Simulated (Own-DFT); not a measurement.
# One host, several defects: C40 NbSi2

Source: density functional calculations with Own-DFT, an unreviewed in-house program that is no longer used. Nothing was measured or relaxed, and spin and spin-orbit coupling are left out.

Common settings: PBE; PseudoDojo norm-conserving scalar-relativistic files; cutoff 42 hartree; 4 x 4 x 5 k mesh centred on Gamma; cold (Marzari-Vanderbilt) smearing of 0.2 eV.

Caveats: forces on such cells failed a check on a denser k mesh; stress not checked against mesh or cutoff.

All runs share one cell, with vectors in Å (0.000, 8.324, 0.000); (-9.613, 0.000, 0.000); (0.000, 0.000, 6.586) and a volume of 527.0 Å³. Atoms were moved at random from their sites; u is the rms move along one axis. The defect's site can differ from row to row.

| cell | formula | u (Å) | P (GPa) |
|---|---|---|---|
| no defect | Nb12Si24 | 0.0195 | 1.49 |
| no defect | Nb12Si24 | 0.0200 | 1.53 |
| no defect | Nb12Si24 | 0.0500 | 2.82 |
| one Si vacancy | Nb12Si23 | 0.0288 | 0.80 |
| one Si vacancy | Nb12Si23 | 0.0329 | 1.06 |
| one Si vacancy | Nb12Si23 | 0.0461 | ? |
| one Si vacancy | Nb12Si23 | 0.0501 | 1.79 |
| two Si on a Nb site each | Nb10Si26 | 0.0296 | 1.68 |
| two Si on a Nb site each | Nb10Si26 | 0.0482 | 2.43 |
| two Si on a Nb site each | Nb10Si26 | 0.0485 | 2.48 |
| two Nb on a Si site each | Nb14Si22 | 0.0283 | 7.37 |
| two Nb on a Si site each | Nb14Si22 | 0.0505 | 8.60 |
| two Nb on a Si site each | Nb14Si22 | 0.0532 | 8.59 |

## Worked fit

P = P0 + c u² + a shift for each defect gives P0 = 1.29 GPa, c = 601 ± 27 GPa/Å² and a scatter of 0.08 GPa. The shifts, and each times the cell's volume:

- two Nb on a Si site each: 5.66 ± 0.07 GPa, 18.6 eV (9.3 eV for each of its 2 sites)
- two Si on a Nb site each: -0.20 ± 0.07 GPa, -0.7 eV (-0.3 eV for each of its 2 sites)
- one Si vacancy: -0.95 ± 0.06 GPa, -3.1 eV

A positive shift means that the defect pushes the cell outwards. Shift times volume (160.2 GPa Å³ is 1 eV) depends little on the cell's size, so, taken for each site, it can be compared between cells at like pressure. The atoms around the defects weren't relaxed, which would change these numbers.

## Test on the hidden row

Question: what pressure belongs in the blank (one Si vacancy, u = 0.0461 Å)?

Estimate: 1.61 ± 0.09 GPa. DFT gave 1.59 GPa.
